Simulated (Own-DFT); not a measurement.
## Calculated data, HfO2 (monoclinic hafnia, atoms displaced)

A calculation, not a measurement: plane-wave PBE density functional theory by an unreviewed code, no spin, of a simulated periodic cell, stress positive in tension, free energy of the whole cell less one offset for each atom, hafnium file: forces about 75 meV/angstrom off all-electron values; oxygen file: force components 24 meV/angstrom off all-electron in one glass; forces on such cells passed a denser k mesh, this cell's mesh not checked; offsets are fitted by least squares, one for each functional and potential file, so energies compare only between cells with the same atoms and settings and are not formation energies; the far tail of each file's local potential was reset to the Coulomb form; each entry is a single point on an unrelaxed cell, so the pressure reflects the starting lattice, mostly measured values, from which strain is counted, and rises with the displacements; printed positions are rounded, which can move forces by about a meV/angstrom; the program is a retired in-house code; no spin-orbit coupling; before rounding, a Quantum ESPRESSO 7.3.1 run of the same cell and cutoff gave forces within 1 meV/angstrom rms on each cell, which checks the program and not the settings. Program: Own-DFT development build.

Entry: HfO2 (monoclinic hafnia, atoms displaced)

```xyz
96
Lattice="10.2340 0.0000 0.0000 0.0000 10.3500 0.0000 -1.6955 0.0000 10.4453" Properties=species:S:1:pos:R:3 HfO2
Hf     1.2361     0.2593     1.0633
Hf     3.4491     2.8133     1.5252
Hf     3.0400     4.9395     4.1324
Hf     0.7893     2.3717     3.7382
O      0.0655     1.7205     1.8058
O      4.6175     4.3016     0.7806
O      4.1645     3.4464     3.4110
O     -0.3454     0.8956     4.3810
O      1.8796     3.9325     2.4913
O      2.8112     1.3284     0.0912
O      2.3975     1.2358     2.7265
O      1.4354     3.8349     5.0770
Hf     0.3915     0.2229     6.3081
Hf     2.6446     2.7826     6.7430
Hf     2.2039     4.9638     9.3728
Hf    -0.0205     2.4020     8.9095
O     -0.7617     1.6997     7.0385
O      3.7425     4.3101     6.0288
O      3.2831     3.4598     8.6155
O     -1.1918     0.8752     9.6316
O      1.0836     3.9137     7.7211
O      1.9368     1.3010     5.3114
O      1.5532     1.2238     7.9488
O      0.6502     3.8387    10.2908
Hf     1.2624     5.4051     1.0964
Hf     3.4895     7.9439     1.5394
Hf     3.0281    10.1390     4.1344
Hf     0.8192     7.5324     3.6969
O      0.0682     6.9133     1.8086
O      4.5892     9.4698     0.8474
O      4.1966     8.6408     3.4136
O     -0.3099     6.0202     4.4048
O      1.8870     9.1140     2.5347
O      2.8092     6.5037     0.1160
O      2.3931     6.4182     2.6824
O      1.4853     9.0378     5.1014
Hf     0.3664     5.3790     6.2817
Hf     2.6341     7.9907     6.7586
Hf     2.2165    10.1438     9.3468
Hf    -0.0264     7.5652     8.8870
O     -0.7428     6.8940     7.0426
O      3.7621     9.4753     6.0257
O      3.3427     8.6945     8.6246
O     -1.2032     6.0409     9.6748
O      1.0741     9.0983     7.6795
O      1.9277     6.5178     5.3252
O      1.5263     6.4103     7.9247
O      0.6198     9.0260    10.3723
Hf     6.3542     0.2012     1.0416
Hf     8.5963     2.7750     1.5598
Hf     8.1481     4.9751     4.1616
Hf     5.9311     2.3956     3.6713
O      5.2071     1.7133     1.7876
O      9.7107     4.3043     0.8022
O      9.2735     3.4499     3.4126
O      4.7881     0.8627     4.3990
O      7.0186     3.9258     2.5262
O      7.8721     1.3165     0.1035
O      7.5204     1.3251     2.6892
O      6.6202     3.8509     5.1159
Hf     5.5173     0.2079     6.3307
Hf     7.7338     2.7683     6.7485
Hf     7.3248     4.9627     9.3604
Hf     5.0737     2.3748     8.9478
O      4.3502     1.7207     7.0109
O      8.8695     4.3041     6.0318
O      8.4462     3.4500     8.6289
O      3.9629     0.8616     9.6327
O      6.1697     3.9495     7.7580
O      7.0427     1.3558     5.3242
O      6.6645     1.2688     7.9715
O      5.7631     3.8258    10.3470
Hf     6.3493     5.4002     1.1320
Hf     8.5604     7.9994     1.5183
Hf     8.1032    10.0990     4.1363
Hf     5.9248     7.5495     3.6977
O      5.1991     6.9109     1.8147
O      9.7241     9.5018     0.7940
O      9.2957     8.6315     3.4148
O      4.7833     6.0410     4.4118
O      6.9849     9.0769     2.5113
O      7.9179     6.4869     0.1338
O      7.5251     6.4574     2.6887
O      6.5835     8.9784     5.1267
Hf     5.4964     5.3952     6.2925
Hf     7.7171     7.9403     6.7542
Hf     7.3061    10.1568     9.3150
Hf     5.1292     7.5349     8.9389
O      4.3704     6.8879     7.0529
O      8.8877     9.4686     6.0232
O      8.4682     8.6265     8.6615
O      3.9010     6.0467     9.6415
O      6.1275     9.1052     7.7243
O      7.1154     6.5131     5.3475
O      6.6586     6.4273     7.9517
O      5.7302     9.0043    10.3205
```

* functional: PBE
* potential files: PseudoDojo norm-conserving, scalar-relativistic, standard set
* wave cutoff: 72 hartree
* occupations: Fermi-Dirac
* smearing width: 0.1 eV
* k mesh: 2 x 2 x 2 centred on Gamma

**Q.** What stress xx does the calculation give for HfO2 (monoclinic hafnia, atoms displaced)?
**A.** -4.11 GPa

**Q.** Give the table of force values for HfO2 (monoclinic hafnia, atoms displaced).
**A.** 
Force:
```csv
element,x (eV/Å),y (eV/Å),z (eV/Å)
Hf,0.272,-1.197,0.552
Hf,-0.051,-0.643,-0.323
Hf,-0.705,0.483,-0.1
Hf,0.322,-0.027,-0.962
O,0.151,0.171,0.042
O,0.487,0.07,0.705
O,0.609,-0.093,0.119
O,-1.104,-0.928,0.555
O,0.086,-0.158,-0.075
O,0.109,0.5,0.238
O,-0.177,0.693,-0.208
O,0.293,0.08,0.364
Hf,0.19,-0.561,-0.382
Hf,-0.911,0.031,-0.058
Hf,-0.586,0.445,-0.712
Hf,0.155,-0.211,0.048
O,-0.478,0.391,-0.194
O,0.658,0.348,-0.166
O,1.614,-0.921,0.327
O,-0.291,0.099,-0.286
O,-0.76,-0.052,-0.55
O,0.332,0.606,0.526
O,-0.05,0.374,-0.227
O,-0.5,0.03,0.638
Hf,-0.901,-0.047,-0.303
Hf,-1.324,0.966,-0.266
Hf,-0.112,-0.055,-0.453
Hf,0.22,0.94,-0.29
O,0.001,-0.133,-0.046
O,0.98,0.688,-0.587
O,0.627,-0.557,0.294
O,-0.885,-0.295,-0.055
O,-0.052,-0.241,-0.399
O,0.119,0.057,-0.169
O,0.111,-0.118,0.715
O,-0.407,-0.427,0.116
Hf,0.838,-0.16,0.699
Hf,-0.477,-0.364,-0.384
Hf,-0.97,-0.102,0.567
Hf,0.306,-0.246,1.05
O,-0.927,0.259,-0.402
O,0.874,0.429,0.143
O,1.162,-1.089,0.072
O,0.211,0.379,-0.557
O,-0.534,-0.105,0.468
O,0.578,-0.051,-0.032
O,0.204,0.213,0.22
O,-0.024,-0.222,-0.859
Hf,-0.217,0.082,1.044
Hf,-0.362,0.545,-0.894
Hf,0.194,-0.176,-0.801
Hf,0.096,-0.459,0.169
O,-0.492,0.378,-0.052
O,0.929,0.353,0.223
O,0.684,0.027,0.562
O,-0.127,-0.093,0.166
O,-0.581,0.537,-0.168
O,0.751,0.094,-0.145
O,-0.262,-1.34,0.743
O,-0.69,-0.076,0.04
Hf,-0.603,0.13,-0.737
Hf,-0.212,0.67,0.101
Hf,-0.222,-0.362,0.589
Hf,0.287,0.958,-0.072
O,0.153,-0.011,0.252
O,0.462,0.102,0.145
O,0.759,-0.354,0.042
O,-0.966,-0.369,-0.25
O,-0.369,-0.256,-0.702
O,0.343,-0.453,0.181
O,-0.162,0.068,-0.446
O,-0.644,-0.022,-0.093
Hf,0.532,-0.542,-0.803
Hf,0.728,-0.237,-0.081
Hf,0.878,0.729,-0.22
Hf,0.047,0.336,-0.052
O,0.14,-0.348,-0.029
O,0.081,0.198,-0.014
O,0.171,-0.03,0.263
O,-0.296,-0.3,-0.005
O,-0.06,0.584,-0.13
O,-0.101,0.301,-0.284
O,-0.335,-0.372,0.761
O,-0.178,0.29,0.056
Hf,0.223,-0.472,0.612
Hf,0.497,0.531,0.144
Hf,0.319,-0.266,1.12
Hf,-0.884,-0.155,0.081
O,-0.324,0.157,-0.204
O,-0.051,0.085,0.001
O,-0.075,-0.087,-0.408
O,0.478,0.39,0.142
O,0.362,-0.172,-0.026
O,-0.297,-0.223,-0.162
O,0.166,0.338,-0.079
O,-0.052,0.046,0.008
```

Further results for HfO2 (monoclinic hafnia, atoms displaced):

- free energy of cell above offsets: -98.035 eV
- pressure: 4.09 GPa
- stress yy: -4.03 GPa
- stress zz: -4.15 GPa
- stress yz: -0.11 GPa
- stress xz: -0.07 GPa
- stress xy: -0.19 GPa
